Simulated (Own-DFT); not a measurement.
# Biaxial strain at fixed height in wurtzite AlGaN with randomly placed atoms, 72 atoms (Al27Ga9N36)

Everything here is calculated. The program is Own-DFT (plane waves, in-house, since retired, never reviewed by a person); positions were held fixed, and spin and spin-orbit coupling were off.

All runs used: PBE; PseudoDojo norm-conserving scalar-relativistic files (stringent for Ga); cutoff 96 hartree; 4 x 4 x 3 k mesh centred on Gamma; Gaussian smearing of 0.01 eV.

Caveats: forces on such cells passed a denser k mesh, each cell not checked; stress not checked against mesh or cutoff.

Unstrained cell vectors in Å: (9.394, 0.000, 0.000); (-4.697, 8.135, 0.000); (0.000, 0.000, 10.066). The unstrained cell has measured lattice constants (interpolated for alloys), not those of this functional. That, the random moves and any unrelaxed bonds set the pressure at no strain. Each run strains x and y alike by e, as a substrate would, and holds the height along z. Each atom got a random Gaussian move of width 0.05 Å along each axis. The random placing of the alloy's atoms differs from row to row. Stress is positive in tension.

```
e (%)  u (Å)  (s_xx + s_yy)/2 (GPa)  s_zz (GPa)
-3.00  0.051                 -26.41      -11.54
-2.75  0.044                 -24.13      -10.08
-1.75  0.052                      ?           ?
-1.25  0.048                 -12.49       -9.34
-0.75  0.052                 -11.51       -6.70
-0.50  0.054                  -7.72      -10.18
 1.00  0.054                  -0.31       -7.73
 2.00  0.049                   3.70       -3.17
 2.25  0.048                   5.69       -3.99
 2.50  0.050                   6.40       -3.60
```

## Fit

With e as a fraction, the in-plane stress is -5.6 + 571 e - 3890 e² GPa (errors 14 and 909, scatter 0.81), and s_zz is -7.3 + 137 e GPa (slope ± 24, scatter 1.41). At e = 0 the first slope is C11 + C12 and the second 2 C13, both with the ions held to the strained lattice and at the cell's own pressure. The term in e² is negative: the layer stiffens under compression and softens under tension. A free layer would change its height as e changes, and the in-plane slope would drop by 2 C13²/C33 to the biaxial modulus. At fixed height, a misfit of 1 % moves the in-plane stress by about 5.7 GPa and s_zz by 1.4 GPa.

## The run left out

Question: what are the two stresses at e = -1.75 %?

From the fit: -16.8 and -9.7 GPa. DFT gave -19.22 and -6.27 GPa. The miss is larger than the scatter suggests: chance, or a term that the fit lacks.
